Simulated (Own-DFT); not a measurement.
# What a change of functional does to the pressure

All numbers below are calculated, not measured. The program, named Own-DFT, is a retired in-house plane-wave density functional code that no person has reviewed. Each row is one single-point run on a periodic cell that was not relaxed, without spin or spin-orbit coupling.

Known limits: forces on such cells failed a check on a denser k mesh; stress not checked against mesh or cutoff.

Each cell was run twice at the same cutoff, k mesh and smearing, with PBE and with PBEsol, on PseudoDojo norm-conserving files made for PBE. Atoms were moved at random from their sites; u is the rms move along one axis. Files made for PBEsol would give a somewhat different change.

| cell | atoms | volume (Å³/atom) | u (Å) | cutoff (hartree) | P with PBE (GPa) | P with PBEsol (GPa) | change (GPa) |
|---|---|---|---|---|---|---|---|
| C11b WSi2 (Si20W10) | 30 | 13.56 | 0.055 | 50 | 5.07 | 1.03 | -4.05 |
| C11b WSi2 (Si20W10) | 30 | 13.44 | 0.052 | 50 | 5.96 | 1.88 | -4.08 |
| C11b WSi2 (Si20W10) | 30 | 13.44 | 0.050 | 50 | 6.05 | 1.95 | -4.10 |
| C40 NbSi2 with one Si vacancy (Nb12Si23) | 35 | 15.06 | 0.033 | 42 | 1.13 | -2.44 | -3.57 |
| C40 NbSi2 with one Si vacancy (Nb12Si23) | 35 | 15.06 | 0.078 | 42 | 3.15 | -0.44 | -3.58 |
| C40 NbSi2 with one Si vacancy (Nb12Si23) | 35 | 15.06 | 0.083 | 42 | 3.73 | ? | ? |
| D0_22 TiAl3 (Al30Ti10) | 40 | 15.55 | 0.049 | 42 | 3.34 | 1.42 | -1.91 |
| D0_22 TiAl3 (Al30Ti10) | 40 | 15.63 | 0.051 | 42 | 2.65 | 0.74 | -1.91 |
| D0_22 TiAl3 (Al30Ti10) | 40 | 15.63 | 0.160 | 42 | 8.95 | 7.04 | -1.91 |
| L1_0 TiAl (Al16Ti16) | 32 | 16.06 | 0.134 | 42 | 6.00 | 3.14 | -2.85 |
| L1_0 TiAl (Al16Ti16) | 32 | 16.20 | 0.053 | 42 | 0.96 | -1.85 | -2.81 |
| L1_0 TiAl (Al16Ti16) | 32 | 16.06 | 0.141 | 42 | 6.15 | 3.29 | -2.86 |

## Worked reading

Mean change of pressure by composition, in GPa: Si2W, -4.08; Nb12Si23, -3.58; AlTi, -2.84; Al3Ti, -1.91. At a fixed cell PBEsol gives the lower pressure, because it favours a smaller volume than PBE. Here the change varies more between materials than between cells of one material.

## Withheld value

Question: what PBEsol pressure should the Nb12Si23 cell with the blank give?

Adding the mean change of the cells with its composition, -3.58 GPa, to 3.73 gives 0.2 GPa. The calculation gave 0.14 GPa.
